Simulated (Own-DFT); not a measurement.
## Calculated data, SiC (4H silicon carbide, atoms displaced), GaAs (zincblende with one plane slipped along a stacking-fault path, atoms displaced), GaP (zincblende, strained, atoms displaced)

Computed with Own-DFT development build. A calculation, not a measurement: plane-wave PBE density functional theory by an unreviewed code, no spin, of a simulated periodic cell, stress positive in tension, free energy of the whole cell less one offset for each atom, forces on such cells passed a denser k mesh, this cell's mesh not checked; offsets are fitted by least squares, one for each functional and potential file, so energies compare only between cells with the same atoms and settings and are not formation energies; the far tail of each file's local potential was reset to the Coulomb form; each entry is a single point on an unrelaxed cell, so the pressure reflects the starting lattice, mostly measured values (interpolated for alloys), from which strain is counted, and rises with the displacements; printed positions are rounded, which can move forces by about a meV/angstrom; the program, named Own-DFT, is a retired in-house code; no spin-orbit coupling.

Common to all runs: functional PBE; potential files PseudoDojo norm-conserving, scalar-relativistic, standard set; wave cutoff 42 hartree; occupations Fermi-Dirac; smearing width 0.1 eV.

(1) SiC (4H silicon carbide, atoms displaced)

```
cell vectors (Å)
  12.3308     0.0000     0.0000
  -6.1654    10.6788     0.0000
   0.0000     0.0000    10.0681
atoms (fractions of the cell vectors)
Si  0.00155  0.00025  0.41045
Si  0.08526  0.16710  0.15382
C   0.00028  0.99772  0.09465
C   0.08830  0.16687  0.34331
Si  0.99955  0.24711  0.40617
Si  0.08150  0.41866  0.15184
C   0.99869  0.24607  0.09548
C   0.08504  0.42018  0.34504
Si  0.00125  0.49772  0.40793
Si  0.08038  0.66249  0.15519
C   0.00430  0.50723  0.09434
C   0.08985  0.67258  0.34259
Si  0.99851  0.74875  0.40895
Si  0.08770  0.91829  0.15923
C   0.99666  0.74969  0.09241
C   0.07910  0.91154  0.34582
Si  0.24594  0.99023  0.40806
Si  0.33389  0.16772  0.15115
C   0.25374  0.00189  0.09244
C   0.33328  0.16525  0.33900
Si  0.24633  0.25042  0.41100
Si  0.33243  0.41561  0.15837
C   0.24663  0.24755  0.09365
C   0.33384  0.41196  0.34535
Si  0.24992  0.49953  0.40521
Si  0.33109  0.66641  0.15505
C   0.24777  0.50026  0.09843
C   0.33613  0.66677  0.34172
Si  0.25100  0.75241  0.40473
Si  0.33114  0.91409  0.15675
C   0.25299  0.75046  0.09199
C   0.33463  0.91734  0.34255
Si  0.49781  0.99930  0.40978
Si  0.58615  0.16501  0.15179
C   0.50140  0.00257  0.09421
C   0.57950  0.16071  0.34427
Si  0.50509  0.25588  0.40630
Si  0.58441  0.41532  0.16276
C   0.50161  0.24548  0.09385
C   0.58509  0.41766  0.34835
Si  0.50202  0.49824  0.41140
Si  0.58538  0.66868  0.15183
C   0.49919  0.49699  0.09780
C   0.57896  0.66640  0.34342
Si  0.49810  0.74810  0.40276
Si  0.58020  0.91293  0.15198
C   0.50060  0.74816  0.09046
C   0.58401  0.91848  0.34316
Si  0.74983  0.99900  0.41178
Si  0.83331  0.16152  0.15700
C   0.74748  0.99581  0.09395
C   0.83663  0.16603  0.34519
Si  0.75660  0.25119  0.40603
Si  0.82612  0.41491  0.15532
C   0.74876  0.24954  0.09470
C   0.83609  0.41968  0.33948
Si  0.74863  0.49558  0.40974
Si  0.82989  0.66430  0.16257
C   0.74692  0.50084  0.09737
C   0.83189  0.66681  0.34585
Si  0.75374  0.75022  0.40428
Si  0.83155  0.91561  0.15533
C   0.74838  0.74727  0.09529
C   0.83660  0.91863  0.34640
Si  0.00166  0.00365  0.90625
Si  0.91615  0.83338  0.65645
C   0.00196  0.00664  0.59722
C   0.91805  0.83424  0.84814
Si  0.00469  0.74840  0.90648
Si  0.91711  0.58286  0.65914
C   0.99717  0.74904  0.59088
C   0.91745  0.58497  0.84637
Si  0.00565  0.50256  0.90360
Si  0.91918  0.33182  0.65966
C   0.00251  0.50276  0.59773
C   0.91670  0.33625  0.83785
Si  0.99764  0.24915  0.90316
Si  0.92193  0.08744  0.65704
C   0.99696  0.24986  0.59387
C   0.91666  0.08208  0.84609
Si  0.75348  0.00461  0.90707
Si  0.66504  0.83096  0.65538
C   0.75327  0.00390  0.59267
C   0.66827  0.82909  0.84006
Si  0.74201  0.75104  0.90673
Si  0.67009  0.58406  0.65559
C   0.74397  0.74908  0.59486
C   0.66625  0.58618  0.84695
Si  0.75378  0.49949  0.90731
Si  0.66699  0.33488  0.65295
C   0.75046  0.50143  0.59309
C   0.66670  0.33521  0.84342
Si  0.75266  0.25316  0.90275
Si  0.66707  0.08652  0.65513
C   0.74940  0.25168  0.59449
C   0.66515  0.08476  0.84551
Si  0.50228  0.00102  0.90447
Si  0.41706  0.83080  0.65652
C   0.49567  0.00074  0.59190
C   0.42031  0.83508  0.84880
Si  0.49954  0.74718  0.90770
Si  0.41468  0.58202  0.66320
C   0.49959  0.75304  0.59817
C   0.41556  0.58477  0.84717
Si  0.50221  0.49776  0.90512
Si  0.41037  0.33158  0.66084
C   0.50116  0.49540  0.59718
C   0.41488  0.33426  0.84263
Si  0.50025  0.24830  0.90531
Si  0.41411  0.08407  0.65462
C   0.50529  0.24917  0.59142
C   0.41924  0.08539  0.84166
Si  0.25206  0.99860  0.90493
Si  0.16876  0.83199  0.65442
C   0.24749  0.00146  0.59264
C   0.16609  0.83338  0.84495
Si  0.25096  0.74799  0.90738
Si  0.16738  0.58079  0.66015
C   0.24952  0.74963  0.59476
C   0.16872  0.58548  0.84378
Si  0.25108  0.49939  0.91019
Si  0.17018  0.33488  0.65823
C   0.24915  0.50151  0.59460
C   0.16174  0.33005  0.84011
Si  0.25217  0.25220  0.90290
Si  0.16664  0.08400  0.66049
C   0.24836  0.24886  0.59263
C   0.16183  0.07948  0.84700
```

Here we set hardware one NVIDIA H200 and k mesh 3 x 3 x 3 centred on Gamma.

It finds free energy of cell above offsets -18.991 eV; pressure 3.71 GPa; stress xx -3.48 GPa; stress yy -3.06 GPa; stress zz -4.6 GPa; stress yz -0.33 GPa; stress xz 0.35 GPa; stress xy -0.09 GPa; wall time 562.7 s.

Force:
```
element  x (eV/Å)  y (eV/Å)  z (eV/Å)
     Si     0.017      0.32    -0.671
     Si    -0.276    -0.958     0.715
      C    -0.293     0.593      0.03
      C    -1.518    -0.312     0.194
     Si     0.597     0.775    -0.265
     Si     0.109    -0.768      1.27
      C      -0.4     1.078    -0.912
      C     0.234     -1.29    -0.432
     Si    -0.407     1.503      -0.1
     Si    -0.102     2.712     0.562
      C     -0.77    -2.891    -1.197
      C    -1.129    -1.544     0.395
     Si     0.358    -0.423    -1.054
     Si    -0.757    -0.656    -0.774
      C      0.93    -0.228      0.79
      C     0.364     0.746     0.263
     Si    -0.512     2.375    -0.938
     Si     0.355    -0.213     1.164
      C    -0.382    -0.654    -0.069
      C    -0.248      0.07     1.389
     Si      2.09    -0.735     -1.63
     Si     0.159    -0.237     0.038
      C     0.765      1.08    -1.051
      C    -0.566     1.089     0.504
     Si     0.588     0.212    -0.018
     Si     0.931     0.168     0.277
      C     0.572    -0.364    -0.904
      C    -1.114    -0.158     0.327
     Si     0.901    -0.464     0.256
     Si     0.628     0.989    -0.376
      C    -1.018    -0.366     0.287
      C    -0.038    -0.714     0.394
     Si     0.552     0.048    -1.072
     Si    -0.843     -0.26     1.666
      C     0.049    -1.322    -0.727
      C     0.934      1.98    -0.278
     Si    -0.519    -2.612    -0.457
     Si    -0.737    -0.477    -1.048
      C    -0.716     1.239    -0.391
      C     0.229     0.275    -0.318
     Si    -1.071     0.579    -0.681
     Si    -0.474     -1.16     1.337
      C    -0.021     0.202    -0.794
      C     1.646    -0.337     0.034
     Si     0.284     1.001     0.954
     Si    -0.106     0.719      0.91
      C    -0.576    -0.148     0.478
      C    -0.004     -0.58     0.176
     Si     0.003    -0.027    -1.424
     Si    -0.687     0.647     0.143
      C    -0.029     0.482     -0.33
      C    -0.344    -0.323    -0.223
     Si    -1.568    -0.568    -0.317
     Si     1.518     0.632    -0.204
      C     1.281      0.18    -0.833
      C     0.019    -0.623     1.253
     Si     0.293     1.252     -0.74
     Si     0.537     0.772    -1.289
      C     0.563    -0.316    -0.547
      C     0.764     -0.98     0.406
     Si    -1.925     0.191     0.553
     Si     0.937    -0.151     0.556
      C    -0.082     0.659    -0.202
      C    -0.394     -0.27    -0.177
     Si    -0.104    -1.838     0.805
     Si    -0.542     0.338     0.782
      C     0.725    -1.384    -0.447
      C    -0.355    -0.356    -0.589
     Si    -2.138     0.884     0.429
     Si    -0.167     0.288    -0.448
      C     0.595     0.107     1.116
      C     0.768    -0.583    -0.338
     Si    -1.168    -0.103     0.566
     Si    -1.289     0.765    -1.834
      C    -0.103    -0.903    -0.415
      C      0.69    -0.242       2.2
     Si     0.021    -0.057     0.758
     Si    -1.337    -0.605     0.201
      C     1.506     0.436    -0.028
      C    -0.325     0.818    -0.529
     Si    -0.542    -1.491    -0.449
     Si     -0.37     1.125    -0.042
      C    -0.242    -0.604     1.346
      C    -2.439     1.895     0.587
     Si     3.638    -0.467      0.51
     Si    -1.034    -0.046     0.783
      C     1.777     0.015    -0.863
      C     1.036    -0.846     -0.57
     Si    -1.581     0.622     0.301
     Si     0.196    -0.014     0.772
      C     0.683    -0.219     0.462
      C     0.285    -0.079    -0.183
     Si    -0.645    -0.347     0.632
     Si     -0.21    -0.717     -0.07
      C      0.96     0.381    -0.199
      C     1.125     0.335    -0.539
     Si    -0.642    -0.148     0.733
     Si    -0.957     1.171     0.564
      C      0.93    -0.539      1.07
      C    -0.396    -0.557    -0.903
     Si     0.149     1.119    -0.623
     Si     0.593      0.47    -1.427
      C     0.647    -1.383    -1.132
      C       0.6    -1.156     0.292
     Si    -0.746     0.574     0.918
     Si     1.989     -0.09    -1.563
      C     -0.95     0.871     0.238
      C     0.683    -0.534      0.68
     Si    -0.115     0.642      0.29
     Si     0.547      0.11    -0.277
      C    -2.052       0.3     0.656
      C    -0.412    -0.576     0.063
     Si    -0.583     0.305     0.262
     Si    -1.105     0.314     0.463
      C     0.477     -0.55     0.566
      C     1.262    -0.269    -0.484
     Si    -0.028     1.219    -0.318
     Si    -0.554     0.981    -0.937
      C     0.569    -0.381    -0.248
      C     0.668     -0.59     0.482
     Si    -0.464    -0.269    -0.301
     Si    -1.224    -0.209    -1.105
      C      0.87    -0.484    -0.049
      C     0.812     0.922     1.237
     Si    -0.956    -1.049     0.957
     Si    -0.219    -0.288    -0.406
      C    -0.041     0.089     1.189
      C     1.653     1.438    -0.476
```

(2) GaAs (zincblende with one plane slipped along a stacking-fault path, atoms displaced)

```
cell vectors (Å)
   5.6533    -5.6533     0.0000
   0.0000     5.6533    -5.6533
  11.4950    11.4950    10.9297
atoms (fractions of the cell vectors)
Ga  0.00872  0.01170  0.00062
As  0.99316  0.99875  0.12716
Ga  0.15581  0.31516  0.16844
As  0.16506  0.30676  0.29289
Ga  0.31994  0.13684  0.33456
As  0.31882  0.13298  0.46406
Ga  0.01483  0.02404  0.50110
As  0.00517  0.02284  0.62755
Ga  0.17243  0.36067  0.66698
As  0.17628  0.34968  0.79339
Ga  0.35232  0.17841  0.83427
As  0.34552  0.17675  0.95909
Ga  0.00922  0.50070  0.00158
As  0.00411  0.49091  0.12714
Ga  0.17316  0.80768  0.16422
As  0.14989  0.81668  0.29531
Ga  0.32629  0.64719  0.33123
As  0.31503  0.62747  0.46207
Ga  0.01730  0.53226  0.49873
As  0.01260  0.53779  0.62439
Ga  0.18475  0.86669  0.66956
As  0.16288  0.85501  0.78698
Ga  0.34052  0.66710  0.83572
As  0.34020  0.68107  0.96090
Ga  0.49922  0.99706  0.99930
As  0.49710  0.98578  0.12995
Ga  0.64506  0.31149  0.16631
As  0.65390  0.30837  0.29329
Ga  0.82941  0.13876  0.33639
As  0.81105  0.12388  0.45143
Ga  0.51222  0.04018  0.50033
As  0.50425  0.01398  0.62890
Ga  0.67850  0.35109  0.66874
As  0.67013  0.34942  0.79341
Ga  0.83748  0.17231  0.83527
As  0.84302  0.17723  0.96145
Ga  0.50149  0.50211  0.00143
As  0.49134  0.49489  0.12306
Ga  0.65695  0.81443  0.16584
As  0.65431  0.82060  0.29297
Ga  0.83079  0.64342  0.33177
As  0.80931  0.64254  0.45690
Ga  0.53161  0.53611  0.49771
As  0.50741  0.53654  0.62013
Ga  0.68651  0.85573  0.66499
As  0.68318  0.84478  0.78879
Ga  0.83981  0.68106  0.83277
As  0.83446  0.67343  0.95243
```

Settings of this run: k mesh 4 x 4 x 2 centred on Gamma.

Results for GaAs (zincblende with one plane slipped along a stacking-fault path, atoms displaced): free energy of cell above offsets -14.492 eV; pressure 5.13 GPa; stress xx -5.16 GPa; stress yy -5.26 GPa; stress zz -4.96 GPa; stress yz -1.07 GPa; stress xz 0.67 GPa; stress xy 1.51 GPa.

Force:
```
element  x (eV/Å)  y (eV/Å)  z (eV/Å)
     Ga    -0.101    -0.343     0.557
     As      -0.1     -1.46     0.793
     Ga     0.563     0.052    -0.209
     As    -0.271     0.684    -0.472
     Ga     0.936     0.377     0.121
     As    -1.368     0.867    -3.682
     Ga    -0.909     0.672     1.987
     As     0.522    -0.735    -1.018
     Ga     0.057     -0.01    -0.274
     As    -0.269    -0.468     0.506
     Ga    -0.925     0.737     0.221
     As    -0.335     0.085     0.215
     Ga    -0.353     0.738     -0.55
     As    -1.318     0.186     0.625
     Ga    -0.147     2.127     -0.24
     As     0.036    -1.781    -0.355
     Ga     0.007     0.775     0.798
     As      0.31    -0.687    -2.944
     Ga    -1.231     0.708     2.038
     As    -0.136    -0.082     0.529
     Ga     -1.18    -0.245    -0.181
     As     1.803    -0.107     1.334
     Ga    -0.074     0.523    -1.275
     As    -0.515    -0.949     0.529
     Ga     1.109     0.744    -0.322
     As    -0.525    -0.799    -0.987
     Ga     0.876     0.241    -0.534
     As     0.217    -0.385    -0.106
     Ga    -0.995    -0.563    -1.587
     As     1.687     1.701     -0.46
     Ga     1.802    -1.797     3.131
     As     0.486    -0.665    -1.131
     Ga     -0.59     0.343    -0.622
     As     0.673     -0.93    -0.235
     Ga    -0.017     0.082    -0.287
     As    -0.683    -0.192     0.132
     Ga    -0.061    -0.342    -0.733
     As     0.168    -0.168     0.841
     Ga     0.857     0.293     0.084
     As    -0.019    -1.314     0.234
     Ga    -1.096     1.045     0.436
     As     2.855    -2.751    -3.268
     Ga     -2.29      2.21     3.556
     As     0.573    -0.505     1.413
     Ga    -0.634     0.722     0.438
     As    -0.517     1.099     0.144
     Ga    -0.253    -0.481    -0.046
     As     1.375     0.746     0.856
```

(3) GaP (zincblende, strained, atoms displaced)

```
cell vectors (Å)
  10.8620     0.0000     0.0000
   0.0000    10.8620     0.0000
   0.0000     0.0000    10.9361
atoms (fractions of the cell vectors)
Ga  0.99914  0.99718  0.00597
Ga  0.00131  0.24792  0.24557
Ga  0.25426  0.00007  0.25301
Ga  0.24996  0.25092  0.99315
P   0.13046  0.12651  0.12023
P   0.12384  0.37393  0.36828
P   0.37923  0.12377  0.37707
P   0.37460  0.37755  0.11928
Ga  0.99723  0.00899  0.49533
Ga  0.99644  0.25474  0.74472
Ga  0.25271  0.99503  0.74237
Ga  0.25029  0.25046  0.49982
P   0.11707  0.12849  0.63051
P   0.12564  0.37468  0.87339
P   0.37397  0.13084  0.87988
P   0.37545  0.36962  0.61800
Ga  0.99408  0.50340  0.99802
Ga  0.99565  0.74535  0.24183
Ga  0.24669  0.50224  0.24878
Ga  0.25284  0.74925  0.99852
P   0.13231  0.62057  0.12107
P   0.12473  0.87888  0.37086
P   0.37871  0.62715  0.38088
P   0.37775  0.87139  0.12488
Ga  0.00545  0.49891  0.50095
Ga  0.00084  0.74387  0.74607
Ga  0.25027  0.50215  0.75307
Ga  0.24884  0.75564  0.49848
P   0.12510  0.62716  0.62564
P   0.12697  0.87068  0.86809
P   0.37608  0.62135  0.87021
P   0.37358  0.87547  0.62715
Ga  0.49569  0.99824  0.99995
Ga  0.50402  0.24707  0.24423
Ga  0.75287  0.99213  0.24999
Ga  0.75383  0.25527  0.00664
P   0.62153  0.12338  0.12102
P   0.62432  0.37555  0.36772
P   0.87613  0.12337  0.38039
P   0.86631  0.37406  0.12341
Ga  0.50668  0.00060  0.50797
Ga  0.50391  0.25378  0.74672
Ga  0.74441  0.99827  0.74976
Ga  0.74052  0.24194  0.50148
P   0.62855  0.12191  0.62830
P   0.62178  0.37003  0.86957
P   0.87566  0.12393  0.87112
P   0.87973  0.37390  0.62641
Ga  0.49754  0.49938  0.00003
Ga  0.50390  0.74794  0.25175
Ga  0.74895  0.49574  0.24418
Ga  0.75031  0.75587  0.00271
P   0.62354  0.62691  0.12326
P   0.61656  0.87609  0.37862
P   0.87923  0.62045  0.37840
P   0.88027  0.87850  0.12729
Ga  0.50288  0.49953  0.50030
Ga  0.50188  0.74563  0.75218
Ga  0.74759  0.50396  0.74666
Ga  0.75245  0.75521  0.50043
P   0.62684  0.62790  0.62399
P   0.62976  0.87196  0.87388
P   0.86854  0.62644  0.86780
P   0.88626  0.87803  0.62647
```

Here we set k mesh 3 x 3 x 3 centred on Gamma.

It finds free energy of cell above offsets -33.985 eV; pressure 3.41 GPa; stress xx -3.53 GPa; stress yy -3.62 GPa; stress zz -3.06 GPa; stress yz 0.08 GPa; stress xz -0.14 GPa; stress xy -0.02 GPa.

Force:
```
element  x (eV/Å)  y (eV/Å)  z (eV/Å)
     Ga     0.774     0.596    -1.431
     Ga    -0.348    -0.125     0.041
     Ga     0.051       0.1    -0.412
     Ga    -0.187     0.526     0.612
      P    -0.205    -0.291     0.445
      P      0.19    -0.003     0.533
      P     0.102     0.167     0.064
      P     -0.25    -0.435     0.795
     Ga     1.108    -1.004     0.803
     Ga     0.322     -0.39      1.27
     Ga    -0.613     1.239     1.076
     Ga    -0.616    -0.594    -0.372
      P     1.186    -0.411    -0.904
      P     -0.63     0.295    -0.016
      P     0.466    -1.031    -1.457
      P     0.121     0.921     0.811
     Ga     0.262    -0.297    -0.232
     Ga     0.929    -0.291     0.833
     Ga     1.018    -0.308     0.457
     Ga    -0.009     0.084     -0.43
      P    -1.158     0.631    -0.213
      P    -0.492    -0.338     0.085
      P    -0.586    -0.192      -0.6
      P    -0.205     0.051      0.23
     Ga    -0.019    -0.265    -0.031
     Ga    -0.124     0.458      0.47
     Ga     -0.08    -0.603     -0.83
     Ga    -0.091    -0.166    -0.041
      P     0.649    -0.459    -0.465
      P    -0.256     0.188     0.811
      P     0.179     0.417     0.713
      P     0.991    -0.497    -0.444
     Ga     0.291    -0.013    -0.399
     Ga    -0.778     0.292     0.231
     Ga    -0.731     0.933     0.509
     Ga    -1.061    -1.427    -1.709
      P     1.004    -0.423     0.194
      P     0.003    -0.341     0.753
      P    -0.986     0.742    -1.471
      P      1.87     0.537     0.451
     Ga    -1.044     0.058    -0.322
     Ga    -0.898     -0.77    -0.041
     Ga     1.354    -0.263     0.166
     Ga     1.019     1.178    -0.492
      P    -0.677     0.235      0.24
      P     0.912     1.054     0.886
      P     -0.17     0.162     0.737
      P    -1.392     0.574    -0.954
     Ga     0.418     -0.02    -0.573
     Ga     -0.54    -0.024     0.009
     Ga         0     0.941      0.74
     Ga     0.359    -0.471    -0.082
      P     0.388    -0.195    -0.045
      P      1.25     -0.19    -0.326
      P    -0.688     0.321    -0.666
      P     -0.73    -0.775    -0.241
     Ga     0.025    -0.129    -0.063
     Ga    -0.105     0.369      -0.2
     Ga    -0.071    -0.923    -0.001
     Ga     0.333    -0.024    -0.035
      P    -0.098    -0.086    -0.364
      P    -1.022     0.366     0.207
      P     0.407      0.28     0.986
      P     -1.12     0.058    -0.297
```

(4) SiC (4H silicon carbide, atoms displaced)

```
cell vectors (Å)
   6.1654     0.0000     0.0000
  -3.0827     5.3394     0.0000
   0.0000     0.0000    10.0681
atoms (fractions of the cell vectors)
Si  0.00050  0.99481  0.41316
Si  0.15968  0.32251  0.16757
C   0.99725  0.02324  0.09047
C   0.18299  0.36562  0.33700
Si  0.01548  0.49966  0.42155
Si  0.16431  0.81502  0.14601
C   0.99203  0.49380  0.09777
C   0.15337  0.80857  0.34105
Si  0.48477  0.97743  0.41604
Si  0.66988  0.30631  0.16290
C   0.51171  0.02118  0.07615
C   0.67524  0.33017  0.34274
Si  0.48557  0.49867  0.41657
Si  0.65607  0.84590  0.15440
C   0.49448  0.48567  0.09455
C   0.67913  0.81919  0.33122
Si  0.97817  0.01963  0.89741
Si  0.81807  0.65288  0.68202
C   0.98880  0.97438  0.59397
C   0.82468  0.66856  0.84044
Si  0.97458  0.47189  0.90027
Si  0.83131  0.19478  0.64190
C   0.00739  0.50532  0.59507
C   0.85714  0.20068  0.82467
Si  0.49167  0.97185  0.92892
Si  0.33555  0.69764  0.64660
C   0.51951  0.98028  0.58183
C   0.35386  0.71096  0.85172
Si  0.47310  0.48170  0.90803
Si  0.32777  0.15676  0.66173
C   0.48929  0.49579  0.60421
C   0.30456  0.15730  0.87032
```

Here we set hardware one NVIDIA H100 and k mesh 5 x 5 x 3 centred on Gamma.

It finds free energy of cell above offsets 7.860 eV; pressure 13.1 GPa; stress xx -0.42 GPa; stress yy -14.37 GPa; stress zz -24.52 GPa; stress yz -6.35 GPa; stress xz -0.48 GPa; stress xy -2.52 GPa; wall time 132.9 s.

Force:
```
element  x (eV/Å)  y (eV/Å)  z (eV/Å)
     Si      0.17     -0.49    -2.433
     Si     0.761     2.321    -3.973
      C    -0.055    -3.348    -0.202
      C     0.123    -3.092     4.723
     Si    -2.882    -0.431    -4.763
     Si    -2.151     2.179     1.246
      C      0.97    -1.389    -2.076
      C     0.561     2.528     0.405
     Si     0.776     1.659     -7.23
     Si    -2.374     4.472     -0.11
      C    -0.155    -1.574     13.78
      C    -0.709    -1.501     3.113
     Si     3.515     0.291    -2.068
     Si     2.835    -2.526    -0.898
      C     -0.39     1.152     0.571
      C    -1.915     1.088     3.691
     Si     1.678    -2.365     1.937
     Si    -0.514     0.838    -9.663
      C    -0.124     1.685     1.086
      C    -0.309    -0.417     7.888
     Si     0.106     7.594       3.6
     Si     3.237    -3.954     1.862
      C    -1.147     2.229     1.155
      C    -2.086    -5.274    -0.874
     Si    -1.818     6.135    -11.63
     Si     1.821    -5.256     5.158
      C    -2.164      4.86     2.947
      C    -0.549    -9.026    -4.453
     Si     0.672     2.658     1.103
     Si    -1.108    -0.063     0.773
      C     0.112    -0.239    -0.371
      C     3.116    -0.745    -4.296
```
